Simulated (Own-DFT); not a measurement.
## Calculated data, GaP (zincblende, atoms displaced), SiC (2H silicon carbide, atoms displaced), SiC (4H silicon carbide, atoms displaced)

Computed with Own-DFT development build. A calculation, not a measurement: plane-wave PBE density functional theory by an unreviewed code, no spin, of a simulated periodic cell, stress positive in tension, free energy of the whole cell less one offset for each atom, forces on such cells passed a denser k mesh, this cell's mesh not checked; offsets are fitted by least squares, one for each functional and potential file, so energies compare only between cells with the same atoms and settings and are not formation energies; the far tail of each file's local potential was reset to the Coulomb form; each entry is a single point on an unrelaxed cell, so the pressure reflects the starting lattice, mostly measured values (interpolated for alloys), from which strain is counted, and rises with the displacements; printed positions are rounded, which can move forces by about a meV/angstrom; the program, named Own-DFT, is a retired in-house code; no spin-orbit coupling.

Common to all runs: functional PBE; potential files PseudoDojo norm-conserving, scalar-relativistic, standard set; wave cutoff 42 hartree; occupations Fermi-Dirac; smearing width 0.1 eV.

(1) 
```cif
# cell vector a (Å): 10.9010 0.0000 0.0000
# cell vector b (Å): 0.0000 10.9010 0.0000
# cell vector c (Å): 0.0000 0.0000 10.9010
data_GaP
_symmetry_space_group_name_H-M 'P 1'
_symmetry_Int_Tables_number 1
_cell_length_a 10.9010
_cell_length_b 10.9010
_cell_length_c 10.9010
_cell_angle_alpha 90.000
_cell_angle_beta 90.000
_cell_angle_gamma 90.000
_cell_volume 1295.39
loop_
_atom_site_label
_atom_site_type_symbol
_atom_site_fract_x
_atom_site_fract_y
_atom_site_fract_z
_atom_site_occupancy
Ga1 Ga 0.00025 0.00464 0.00468 1
Ga2 Ga 0.00602 0.25034 0.25821 1
Ga3 Ga 0.25054 0.00240 0.26231 1
Ga4 Ga 0.25750 0.24577 0.00208 1
P1 P 0.13765 0.12344 0.11558 1
P2 P 0.10796 0.37732 0.36732 1
P3 P 0.37684 0.12527 0.38048 1
P4 P 0.35729 0.36573 0.11715 1
Ga5 Ga 0.00061 0.99761 0.49159 1
Ga6 Ga 0.00351 0.23957 0.75296 1
Ga7 Ga 0.24542 0.98878 0.75297 1
Ga8 Ga 0.24586 0.23691 0.49779 1
P5 P 0.11293 0.11670 0.61444 1
P6 P 0.11987 0.37366 0.87309 1
P7 P 0.38189 0.12933 0.88387 1
P8 P 0.36430 0.37741 0.64074 1
Ga9 Ga 0.99455 0.50283 0.99144 1
Ga10 Ga 0.99703 0.77536 0.24171 1
Ga11 Ga 0.25560 0.50038 0.23316 1
Ga12 Ga 0.25475 0.75433 0.99897 1
P9 P 0.13528 0.60764 0.11486 1
P10 P 0.11679 0.86356 0.35634 1
P11 P 0.38037 0.61270 0.37025 1
P12 P 0.35741 0.87612 0.12652 1
Ga13 Ga 0.02791 0.49627 0.49755 1
Ga14 Ga 0.98838 0.74896 0.77055 1
Ga15 Ga 0.25182 0.49180 0.75022 1
Ga16 Ga 0.26212 0.75779 0.48995 1
P13 P 0.13353 0.63793 0.62875 1
P14 P 0.13155 0.87287 0.85580 1
P15 P 0.36814 0.63366 0.88984 1
P16 P 0.37560 0.88363 0.62270 1
Ga17 Ga 0.50294 0.99562 0.99615 1
Ga18 Ga 0.48720 0.24990 0.25044 1
Ga19 Ga 0.75683 0.99273 0.24390 1
Ga20 Ga 0.75707 0.24626 0.00206 1
P17 P 0.62294 0.12551 0.12146 1
P18 P 0.61288 0.38152 0.37065 1
P19 P 0.85865 0.13492 0.38841 1
P20 P 0.87727 0.37462 0.13993 1
Ga21 Ga 0.51173 0.99267 0.51323 1
Ga22 Ga 0.49254 0.26841 0.73790 1
Ga23 Ga 0.75848 0.00671 0.74694 1
Ga24 Ga 0.75899 0.23908 0.50367 1
P21 P 0.62625 0.11405 0.61124 1
P22 P 0.61032 0.37921 0.88338 1
P23 P 0.88035 0.11907 0.87903 1
P24 P 0.89099 0.37141 0.63065 1
Ga25 Ga 0.51809 0.50170 0.00414 1
Ga26 Ga 0.49510 0.74420 0.25175 1
Ga27 Ga 0.75555 0.49788 0.25584 1
Ga28 Ga 0.75402 0.74095 0.01212 1
P25 P 0.61953 0.61310 0.09912 1
P26 P 0.65355 0.88373 0.37232 1
P27 P 0.86540 0.61534 0.39376 1
P28 P 0.87725 0.87711 0.11301 1
Ga29 Ga 0.50433 0.49925 0.50662 1
Ga30 Ga 0.48570 0.73651 0.76898 1
Ga31 Ga 0.75701 0.49157 0.75785 1
Ga32 Ga 0.75942 0.74709 0.48941 1
P29 P 0.62008 0.61806 0.62579 1
P30 P 0.61948 0.88495 0.88465 1
P31 P 0.86867 0.61366 0.87173 1
P32 P 0.88096 0.87341 0.61769 1
_calc_k_mesh '3 x 3 x 3 centred on Gamma'
_calc_free_energy_of_cell_above_offsets '-22.611'  # eV
_calc_pressure 5.74  # GPa
_calc_stress_xx -5.6  # GPa
_calc_stress_yy -6.02  # GPa
_calc_stress_zz -5.62  # GPa
_calc_stress_yz -2.61  # GPa
_calc_stress_xz 0.17  # GPa
_calc_stress_xy -0.98  # GPa
```

Force:
| element | x (eV/Å) | y (eV/Å) | z (eV/Å) |
| --- | --- | --- | --- |
| Ga | 1.47 | -0.424 | -0.995 |
| Ga | -1.437 | -1.986 | -1.383 |
| Ga | -0.354 | 0.029 | -0.855 |
| Ga | -1.707 | -0.252 | -2.242 |
| P | -1.415 | -0.229 | 1.959 |
| P | 4.271 | -0.322 | -0.199 |
| P | 0.605 | -0.95 | 0.323 |
| P | 3.327 | 1.612 | 1.247 |
| Ga | -0.727 | -0.472 | -0.744 |
| Ga | 0.123 | 0.266 | -0.15 |
| Ga | 1.7 | 3.18 | -1.654 |
| Ga | -0.641 | 1.462 | 0.41 |
| P | 1.534 | 0.154 | 1.313 |
| P | 0.571 | -0.625 | 0.304 |
| P | -0.316 | -0.607 | -1.974 |
| P | 0.126 | -0.387 | -4.211 |
| Ga | 0.539 | -1.213 | 1.23 |
| Ga | -1.528 | -4.514 | -1.475 |
| Ga | -0.274 | -0.749 | 1.919 |
| Ga | -2.119 | 0.267 | 0.453 |
| P | -1.967 | 2.814 | -0.551 |
| P | 2.679 | 2.563 | 3.449 |
| P | -0.597 | 0.453 | 0.517 |
| P | 2.173 | 0.535 | 0.707 |
| Ga | -2.049 | 1.987 | 2.249 |
| Ga | 0.486 | 0.107 | -2.267 |
| Ga | -1.73 | 2.568 | 1.714 |
| Ga | -0.6 | -0.683 | 0.107 |
| P | -0.106 | -0.647 | -0.131 |
| P | -2.002 | -1.229 | 3.649 |
| P | 0.29 | -3.288 | -0.456 |
| P | 0.213 | -1.468 | 0.462 |
| Ga | -1.511 | 1.074 | 1.938 |
| Ga | 0.718 | 0.285 | -0.61 |
| Ga | 0.207 | 2.486 | -0.822 |
| Ga | -0.614 | 0.701 | 0.323 |
| P | 0.071 | -0.276 | 0.759 |
| P | 0.883 | -1.224 | 0.34 |
| P | 4.016 | -3.566 | -4.502 |
| P | 0.222 | -0.26 | -1.791 |
| Ga | -1.022 | -0.971 | -2.614 |
| Ga | 1.855 | -2.767 | 1.747 |
| Ga | -0.774 | -1.04 | -0.108 |
| Ga | -2.832 | 3.995 | 2.5 |
| P | 1.011 | 2.942 | 2.91 |
| P | 2.536 | -2.07 | -2.015 |
| P | -0.433 | 0.772 | -0.339 |
| P | -1.001 | 0.11 | -0.471 |
| Ga | -6.212 | -2.925 | -2.418 |
| Ga | 0.943 | 0.76 | -0.852 |
| Ga | -1.172 | 0.403 | -0.182 |
| Ga | -0.587 | 0.621 | -1.894 |
| P | 3.737 | 4.274 | 6.438 |
| P | -3.369 | -1.807 | 0.699 |
| P | 2.66 | -0.812 | -2.201 |
| P | -0.433 | 0.023 | 0.23 |
| Ga | -0.994 | -0.645 | -0.076 |
| Ga | 1.967 | 1.696 | -1.977 |
| Ga | -1.639 | -0.976 | -1.626 |
| Ga | -1.529 | 0.901 | 2.286 |
| P | 0.995 | 1.364 | 1.162 |
| P | 2.068 | -2.405 | -2.037 |
| P | 0.102 | 1.786 | 1.316 |
| P | -0.407 | -0.4 | 1.162 |

(2) 
```cif
# cell vector a (Å): 6.1654 0.0000 0.0000
# cell vector b (Å): -3.0827 5.3394 0.0000
# cell vector c (Å): 0.0000 0.0000 10.0681
data_SiC
_symmetry_space_group_name_H-M 'P 1'
_symmetry_Int_Tables_number 1
_cell_length_a 6.1654
_cell_length_b 6.1654
_cell_length_c 10.0681
_cell_angle_alpha 90.000
_cell_angle_beta 90.000
_cell_angle_gamma 120.000
_cell_volume 331.44
loop_
_atom_site_label
_atom_site_type_symbol
_atom_site_fract_x
_atom_site_fract_y
_atom_site_fract_z
_atom_site_occupancy
Si1 Si 0.02056 0.97792 0.99554 1
Si2 Si 0.15988 0.33667 0.24973 1
C1 C 0.00338 0.99271 0.20026 1
C2 C 0.17398 0.33667 0.43661 1
Si3 Si 0.97963 0.98781 0.51509 1
Si4 Si 0.15625 0.34594 0.75135 1
C3 C 0.99184 0.98710 0.68343 1
C4 C 0.16784 0.32951 0.94122 1
Si5 Si 0.00180 0.52173 0.01985 1
Si6 Si 0.17328 0.86824 0.25032 1
C5 C 0.00899 0.50693 0.18242 1
C6 C 0.16676 0.84023 0.42603 1
Si7 Si 0.00653 0.54720 0.51930 1
Si8 Si 0.15818 0.85118 0.74957 1
C7 C 0.02718 0.50607 0.68378 1
C8 C 0.16210 0.82633 0.93431 1
Si9 Si 0.52741 0.98459 0.00963 1
Si10 Si 0.66324 0.33037 0.25439 1
C9 C 0.52359 0.00803 0.19638 1
C10 C 0.67082 0.32052 0.45334 1
Si11 Si 0.51640 0.99586 0.51263 1
Si12 Si 0.66938 0.33818 0.75139 1
C11 C 0.52176 0.00936 0.69949 1
C12 C 0.67261 0.35654 0.94064 1
Si13 Si 0.51673 0.49796 0.02255 1
Si14 Si 0.68408 0.86759 0.24787 1
C13 C 0.49994 0.49584 0.20349 1
C14 C 0.66073 0.87266 0.43825 1
Si15 Si 0.49599 0.48483 0.50181 1
Si16 Si 0.71388 0.84895 0.73178 1
C15 C 0.51114 0.49050 0.68351 1
C16 C 0.68761 0.84504 0.92211 1
_calc_hardware 'one NVIDIA H100'
_calc_k_mesh '5 x 5 x 3 centred on Gamma'
_calc_free_energy_of_cell_above_offsets '6.730'  # eV
_calc_pressure 12.09  # GPa
_calc_stress_xx -16.59  # GPa
_calc_stress_yy -4.12  # GPa
_calc_stress_zz -15.56  # GPa
_calc_stress_yz 2.22  # GPa
_calc_stress_xz 0.01  # GPa
_calc_stress_xy 5.41  # GPa
_calc_wall_time 120.4  # s
```

Force:
| element | x (eV/Å) | y (eV/Å) | z (eV/Å) |
| --- | --- | --- | --- |
| Si | -5.371 | 4.281 | 1.449 |
| Si | 0.766 | 0.288 | 1.66 |
| C | -2.829 | 3.104 | -4.149 |
| C | -1.448 | -0.259 | 1.418 |
| Si | 1.092 | 2.827 | -7.645 |
| Si | 5.238 | -0.902 | 2.266 |
| C | 6.229 | 5.966 | 0.213 |
| C | 0.082 | 0.418 | 0.894 |
| Si | 0.982 | -2.923 | -7.96 |
| Si | 4.789 | -4.39 | 1.01 |
| C | -1.027 | 0.804 | 6.255 |
| C | -0.329 | 0.816 | 4.613 |
| Si | 1.72 | -3.766 | -6.83 |
| Si | 5.368 | -2.006 | 1.305 |
| C | -4.403 | 2.469 | 3.289 |
| C | 4.158 | -0.4 | 0.192 |
| Si | -2.092 | 2.434 | -2.924 |
| Si | 1.794 | 1.681 | 2.015 |
| C | -4.104 | 0.572 | -2.559 |
| C | -0.381 | 2.573 | -1.939 |
| Si | -6.565 | 2.907 | 1.475 |
| Si | 1.162 | 0.146 | 1.328 |
| C | -1.056 | -1.115 | -1.085 |
| C | 2.12 | -2.205 | 0.754 |
| Si | -2.558 | 0.587 | -4.176 |
| Si | 2.017 | -4.482 | 3.629 |
| C | -0.295 | 1.592 | -0.585 |
| C | 7.101 | -5.353 | -1.848 |
| Si | -0.639 | 0.654 | -1.263 |
| Si | -10.77 | -6.484 | 5.736 |
| C | -1.908 | 1.466 | 0.633 |
| C | 1.15 | -1.302 | 2.829 |

(3) 
```cif
# cell vector a (Å): 12.3308 0.0000 0.0000
# cell vector b (Å): -6.1654 10.6788 0.0000
# cell vector c (Å): 0.0000 0.0000 10.0681
data_SiC
_symmetry_space_group_name_H-M 'P 1'
_symmetry_Int_Tables_number 1
_cell_length_a 12.3308
_cell_length_b 12.3308
_cell_length_c 10.0681
_cell_angle_alpha 90.000
_cell_angle_beta 90.000
_cell_angle_gamma 120.000
_cell_volume 1325.75
loop_
_atom_site_label
_atom_site_type_symbol
_atom_site_fract_x
_atom_site_fract_y
_atom_site_fract_z
_atom_site_occupancy
Si1 Si 0.99932 0.00110 0.40577 1
Si2 Si 0.08028 0.16556 0.15788 1
C1 C 0.00139 0.99391 0.09394 1
C2 C 0.08420 0.16591 0.34536 1
Si3 Si 0.99943 0.24995 0.40733 1
Si4 Si 0.08222 0.41761 0.14927 1
C3 C 0.99827 0.24814 0.09233 1
C4 C 0.08510 0.41552 0.34241 1
Si5 Si 0.99776 0.49870 0.40391 1
Si6 Si 0.08263 0.66753 0.15991 1
C5 C 0.99868 0.50106 0.09855 1
C6 C 0.08472 0.66495 0.34205 1
Si7 Si 0.00300 0.75036 0.41161 1
Si8 Si 0.08326 0.91854 0.16131 1
C7 C 0.00209 0.75511 0.09650 1
C8 C 0.08179 0.91468 0.34188 1
Si9 Si 0.25132 0.00257 0.40625 1
Si10 Si 0.33422 0.16521 0.15569 1
C9 C 0.25137 0.00260 0.09702 1
C10 C 0.33658 0.16964 0.34568 1
Si11 Si 0.24808 0.24472 0.40627 1
Si12 Si 0.33477 0.41804 0.15122 1
C11 C 0.24708 0.24587 0.09596 1
C12 C 0.33211 0.41800 0.33605 1
Si13 Si 0.25123 0.49899 0.40548 1
Si14 Si 0.33158 0.66276 0.15788 1
C13 C 0.24549 0.49425 0.09428 1
C14 C 0.32866 0.66577 0.34510 1
Si15 Si 0.24723 0.75027 0.41034 1
Si16 Si 0.33458 0.92474 0.15729 1
C15 C 0.24863 0.75077 0.08902 1
C16 C 0.33155 0.91971 0.34630 1
Si17 Si 0.50011 0.00148 0.40798 1
Si18 Si 0.58478 0.16581 0.15480 1
C17 C 0.50269 0.99939 0.09032 1
C18 C 0.58941 0.17313 0.34554 1
Si19 Si 0.50555 0.25155 0.40452 1
Si20 Si 0.58565 0.41809 0.15780 1
C19 C 0.49989 0.25327 0.10041 1
C20 C 0.58198 0.41300 0.34645 1
Si21 Si 0.49815 0.50201 0.40854 1
Si22 Si 0.57916 0.66384 0.15758 1
C21 C 0.50086 0.50288 0.09210 1
C22 C 0.58465 0.66798 0.34109 1
Si23 Si 0.49622 0.74860 0.40450 1
Si24 Si 0.58299 0.91778 0.15774 1
C23 C 0.50178 0.74722 0.09182 1
C24 C 0.58360 0.91915 0.33958 1
Si25 Si 0.74722 0.00210 0.40715 1
Si26 Si 0.83256 0.16524 0.15610 1
C25 C 0.75083 0.00258 0.08718 1
C26 C 0.83706 0.17327 0.34348 1
Si27 Si 0.75154 0.25142 0.40736 1
Si28 Si 0.83397 0.41550 0.15763 1
C27 C 0.74946 0.24756 0.09196 1
C28 C 0.82894 0.41843 0.34724 1
Si29 Si 0.74506 0.49890 0.40780 1
Si30 Si 0.83376 0.66571 0.16405 1
C29 C 0.74805 0.49601 0.09503 1
C30 C 0.83052 0.66640 0.34112 1
Si31 Si 0.75458 0.74814 0.40647 1
Si32 Si 0.83464 0.91782 0.15537 1
C31 C 0.75558 0.75449 0.08639 1
C32 C 0.83362 0.91595 0.34417 1
Si33 Si 0.00507 0.00352 0.90658 1
Si34 Si 0.91904 0.83193 0.65492 1
C33 C 0.00064 0.99799 0.59271 1
C34 C 0.91205 0.82980 0.84715 1
Si35 Si 0.99601 0.74583 0.90196 1
Si36 Si 0.91432 0.58195 0.65532 1
C35 C 0.99818 0.75022 0.59172 1
C36 C 0.91403 0.58013 0.83975 1
Si37 Si 0.99930 0.50217 0.90457 1
Si38 Si 0.91608 0.33552 0.65332 1
C37 C 0.99563 0.49601 0.59390 1
C38 C 0.91898 0.33591 0.84567 1
Si39 Si 0.00240 0.25035 0.90649 1
Si40 Si 0.91264 0.08554 0.66104 1
C39 C 0.99684 0.25081 0.59150 1
C40 C 0.91684 0.08318 0.84341 1
Si41 Si 0.74786 0.99905 0.90921 1
Si42 Si 0.66326 0.82954 0.65265 1
C41 C 0.74829 0.99465 0.59523 1
C42 C 0.66931 0.83297 0.84727 1
Si43 Si 0.75256 0.75360 0.90908 1
Si44 Si 0.66494 0.58168 0.65765 1
C43 C 0.75549 0.75259 0.58749 1
C44 C 0.66850 0.58431 0.84490 1
Si45 Si 0.74901 0.49901 0.90748 1
Si46 Si 0.66720 0.33213 0.65596 1
C45 C 0.75551 0.50411 0.59174 1
C46 C 0.66329 0.32988 0.84792 1
Si47 Si 0.75212 0.25226 0.91050 1
Si48 Si 0.66621 0.08139 0.65181 1
C47 C 0.74722 0.24994 0.59208 1
C48 C 0.67179 0.08710 0.84580 1
Si49 Si 0.50434 0.00627 0.90298 1
Si50 Si 0.41202 0.83040 0.65498 1
C49 C 0.49813 0.99945 0.58640 1
C50 C 0.42006 0.84036 0.84043 1
Si51 Si 0.49543 0.74727 0.90570 1
Si52 Si 0.41763 0.58543 0.65783 1
C51 C 0.50168 0.74784 0.59726 1
C52 C 0.41683 0.58154 0.84266 1
Si53 Si 0.50223 0.50017 0.91085 1
Si54 Si 0.42354 0.33679 0.65647 1
C53 C 0.49808 0.50216 0.59263 1
C54 C 0.41963 0.33440 0.84846 1
Si55 Si 0.49476 0.24643 0.90272 1
Si56 Si 0.41626 0.08416 0.66382 1
C55 C 0.50495 0.25047 0.59703 1
C56 C 0.41966 0.08561 0.84351 1
Si57 Si 0.24803 0.00160 0.90563 1
Si58 Si 0.16511 0.83292 0.65830 1
C57 C 0.25364 0.00126 0.59290 1
C58 C 0.17086 0.83649 0.84768 1
Si59 Si 0.25224 0.75102 0.90730 1
Si60 Si 0.17251 0.58631 0.65891 1
C59 C 0.24597 0.75020 0.58992 1
C60 C 0.16727 0.58015 0.84260 1
Si61 Si 0.25202 0.50082 0.90722 1
Si62 Si 0.16601 0.33191 0.64896 1
C61 C 0.25161 0.49727 0.59666 1
C62 C 0.16256 0.33009 0.84035 1
Si63 Si 0.25370 0.25365 0.90682 1
Si64 Si 0.16690 0.08239 0.65354 1
C63 C 0.24708 0.24948 0.59566 1
C64 C 0.16503 0.08386 0.84400 1
_calc_hardware 'one NVIDIA H200'
_calc_k_mesh '3 x 3 x 3 centred on Gamma'
_calc_free_energy_of_cell_above_offsets '-18.872'  # eV
_calc_pressure 3.75  # GPa
_calc_stress_xx -3.22  # GPa
_calc_stress_yy -2.47  # GPa
_calc_stress_zz -5.55  # GPa
_calc_stress_yz -0.03  # GPa
_calc_stress_xz -0.12  # GPa
_calc_stress_xy 0.21  # GPa
_calc_wall_time 529.3  # s
```

Force:
| element | x (eV/Å) | y (eV/Å) | z (eV/Å) |
| --- | --- | --- | --- |
| Si | 0.208 | -0.6 | 0.187 |
| Si | 0.651 | -0.364 | -0.351 |
| C | -1.377 | 1.997 | -0.086 |
| C | -0.629 | -0.034 | -0.08 |
| Si | 0.533 | 0.344 | -0.565 |
| Si | -0.011 | -0.957 | 1.603 |
| C | 0 | 0.257 | 0.204 |
| C | -0.712 | 0.175 | -0.066 |
| Si | 0.458 | -0.242 | 0.384 |
| Si | 0.023 | 0.646 | -1.298 |
| C | 0.118 | 0.192 | -1.302 |
| C | -0.717 | 0.356 | 1.313 |
| Si | -0.594 | -0.332 | -2.056 |
| Si | 0.865 | -0.637 | -1.036 |
| C | 0.222 | -1.503 | -0.452 |
| C | 0.239 | 0.559 | 1.642 |
| Si | -0.412 | 0.027 | 0.013 |
| Si | -0.566 | 0.957 | 0.733 |
| C | -0.493 | -0.149 | -0.974 |
| C | 0.213 | -0.611 | -0.105 |
| Si | 0.049 | 1.614 | -0.125 |
| Si | -0.149 | -1.133 | 0.544 |
| C | 0.245 | 0.892 | -0.539 |
| C | 0.705 | -0.47 | 1.562 |
| Si | -0.537 | -0.119 | 0.076 |
| Si | -0.487 | 0.853 | -0.703 |
| C | 0.525 | 1.281 | -0.755 |
| C | 0.573 | 0.329 | 0.254 |
| Si | 0.276 | 0.244 | -1.818 |
| Si | 1.086 | -1.842 | -0.222 |
| C | 0.614 | 0.084 | 1.666 |
| C | 0.899 | -0.492 | -0.374 |
| Si | -0.321 | 0.443 | -1.565 |
| Si | -0.441 | 0.487 | 0.389 |
| C | -1.071 | 0.43 | 0.424 |
| C | -0.078 | -1.755 | -0.659 |
| Si | -1.036 | -0.592 | 0.858 |
| Si | -0.661 | -0.195 | 0.164 |
| C | 0.592 | -1.014 | -1.604 |
| C | -0.872 | 1.486 | -0.124 |
| Si | 0.266 | -0.581 | -1.263 |
| Si | 1.596 | 1.299 | -0.847 |
| C | 0.412 | -0.828 | 0.71 |
| C | -0.147 | -0.121 | 1.042 |
| Si | 0.705 | 0.287 | 0.075 |
| Si | 0.664 | -0.564 | -1.393 |
| C | -1.51 | 0.455 | 0.583 |
| C | -0.349 | -0.459 | 1.371 |
| Si | 1.315 | -0.201 | -0.366 |
| Si | -0.01 | 0.375 | -0.305 |
| C | 0.147 | -0.631 | 2.438 |
| C | -0.272 | -1.454 | 0.065 |
| Si | -0.11 | 0.605 | -0.208 |
| Si | -0.686 | -0.343 | 0.285 |
| C | 0.148 | 0.632 | 1.009 |
| C | 1.023 | -0.217 | -0.605 |
| Si | 0.637 | 0.558 | -0.342 |
| Si | -0.136 | 0.59 | -2.905 |
| C | 0.434 | 1.081 | -0.017 |
| C | 1.418 | -0.505 | 1.878 |
| Si | -1.731 | 0.883 | -0.746 |
| Si | -0.075 | -0.316 | -0.169 |
| C | -0.784 | -1.364 | 2.864 |
| C | -0.666 | 0.427 | -0.147 |
| Si | -1.16 | -1.351 | 0.003 |
| Si | -1.27 | 0.689 | 0.734 |
| C | -0.607 | 0.607 | 0.324 |
| C | 1.511 | 1.221 | -1.305 |
| Si | 0.285 | 0.996 | 1.409 |
| Si | 0.948 | 0.257 | -0.35 |
| C | 1.173 | -0.427 | 1.117 |
| C | 0.013 | 0.446 | 0.762 |
| Si | 0.575 | -0.473 | 0.449 |
| Si | -0.115 | -0.796 | 1.004 |
| C | 0.804 | 1.772 | -0.388 |
| C | -0.199 | -0.303 | -0.268 |
| Si | -0.847 | -0.324 | -0.346 |
| Si | 1.449 | -0.717 | -1.126 |
| C | 0.353 | -0.262 | 0.36 |
| C | -0.142 | 0 | 0.948 |
| Si | 0.673 | 0.12 | -1.698 |
| Si | 1.681 | 0.458 | 1.328 |
| C | -0.718 | 1.004 | -0.566 |
| C | -1.314 | -0.174 | -0.946 |
| Si | -0.383 | -1.023 | -1.067 |
| Si | 0.568 | 0.931 | -0.445 |
| C | -0.932 | -1.019 | 1.469 |
| C | -0.347 | -0.068 | 0.123 |
| Si | -0.208 | -0.343 | -0.092 |
| Si | 0.278 | 0.833 | 0.752 |
| C | -1.674 | -1.264 | 0.532 |
| C | 0.282 | 0.587 | -0.594 |
| Si | 0.147 | -0.077 | -1.227 |
| Si | -0.244 | 0.164 | 0.896 |
| C | 0.992 | -0.366 | 0.309 |
| C | -0.67 | -0.318 | -0.895 |
| Si | 0.609 | -0.655 | 0.398 |
| Si | 0.7 | 0.963 | -0.373 |
| C | 0.171 | -0.209 | 2.377 |
| C | -0.09 | -1.127 | 0.509 |
| Si | 1.115 | 0.955 | -0.261 |
| Si | 0.01 | -0.998 | -0.053 |
| C | -1.676 | 0.235 | -1.315 |
| C | -0.058 | 0.104 | 0.661 |
| Si | 0.139 | 0.483 | -1.201 |
| Si | -1.255 | -0.673 | 0.069 |
| C | 0.798 | -0.218 | 0.496 |
| C | -0.644 | 0.253 | -0.954 |
| Si | 1.216 | 1.235 | 1.834 |
| Si | 0.604 | -0.082 | -2.355 |
| C | -1.115 | -0.085 | -0.674 |
| C | -1.019 | -0.844 | 0.858 |
| Si | 0.484 | 0.02 | 0.596 |
| Si | 0.001 | 0.577 | -0.033 |
| C | -0.632 | -0.227 | 0.556 |
| C | -0.919 | -0.951 | -0.821 |
| Si | -0.062 | -0.016 | -0.549 |
| Si | -1.203 | -1.416 | -0.992 |
| C | 0.684 | -0.291 | 1.518 |
| C | -0.339 | 1.315 | 0.727 |
| Si | -0.296 | -1.085 | -0.592 |
| Si | -0.663 | -0.132 | 1.619 |
| C | -0.395 | 1.039 | -0.985 |
| C | 1.232 | 0.984 | 0.296 |
| Si | -1.011 | -0.78 | -0.052 |
| Si | -0.302 | 0.02 | 0.429 |
| C | 1.612 | 0.038 | -0.691 |
| C | 1.187 | 0.57 | -0.417 |
